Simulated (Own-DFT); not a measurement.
# A layer strained by its substrate: wurtzite AlN, 72 atoms (Al36N36)

The numbers are computed, not measured, by runs of the plane-wave DFT program Own-DFT (in-house, retired, unreviewed) at fixed positions, with no spin and no spin-orbit coupling.

Settings: PBE; PseudoDojo norm-conserving scalar-relativistic files; cutoff 42 hartree; 4 x 4 x 3 k mesh centred on Gamma; Gaussian smearing of 0.01 eV.

Caveats: k mesh not checked against a denser one; stress not checked against mesh or cutoff.

Unstrained cell vectors in Å: (9.336, 0.000, 0.000); (-4.668, 8.085, 0.000); (0.000, 0.000, 9.964). The unstrained cell has measured lattice constants (interpolated for alloys), not those of this functional. That, the random moves and any unrelaxed bonds set the pressure at no strain. Each run strains x and y alike by e, as a substrate would, and holds the height along z. Random moves of width 0.05 Å per axis were added to every atom. Stress is positive in tension.

```
e (%),u (Å),(s_xx + s_yy)/2 (GPa),s_zz (GPa)
-3.00,0.049,-24.85,-12.12
-2.75,0.052,-25.07,-9.41
-2.50,0.052,-23.76,-9.45
-2.25,0.050,-19.74,-8.84
-1.50,0.048,-14.26,-9.47
-1.00,0.049,-11.78,-7.13
-0.50,0.047,-7.81,-7.01
1.25,0.048,1.29,-3.37
1.50,0.050,?,?
2.75,0.044,8.80,-2.42
```

## What the rows give

With e as a fraction, the in-plane stress is -5.2 + 597 e - 3380 e² GPa (errors 19 and 1130, scatter 1.01), and s_zz is -6.1 + 153 e GPa (slope ± 17, scatter 0.92). At e = 0 the first slope is C11 + C12 and the second 2 C13, both with the ions held to the strained lattice and at the cell's own pressure. A free layer would change its height as e changes, and the in-plane slope would drop by 2 C13²/C33 to the biaxial modulus. At fixed height, a misfit of 1 % moves the in-plane stress by about 6.0 GPa and s_zz by 1.5 GPa.

## Withheld run

The question: what are the two stresses at e = 1.50 %?

The fit gives 3.0 and -3.8 GPa. The hidden result is 2.39 and -3.42 GPa.
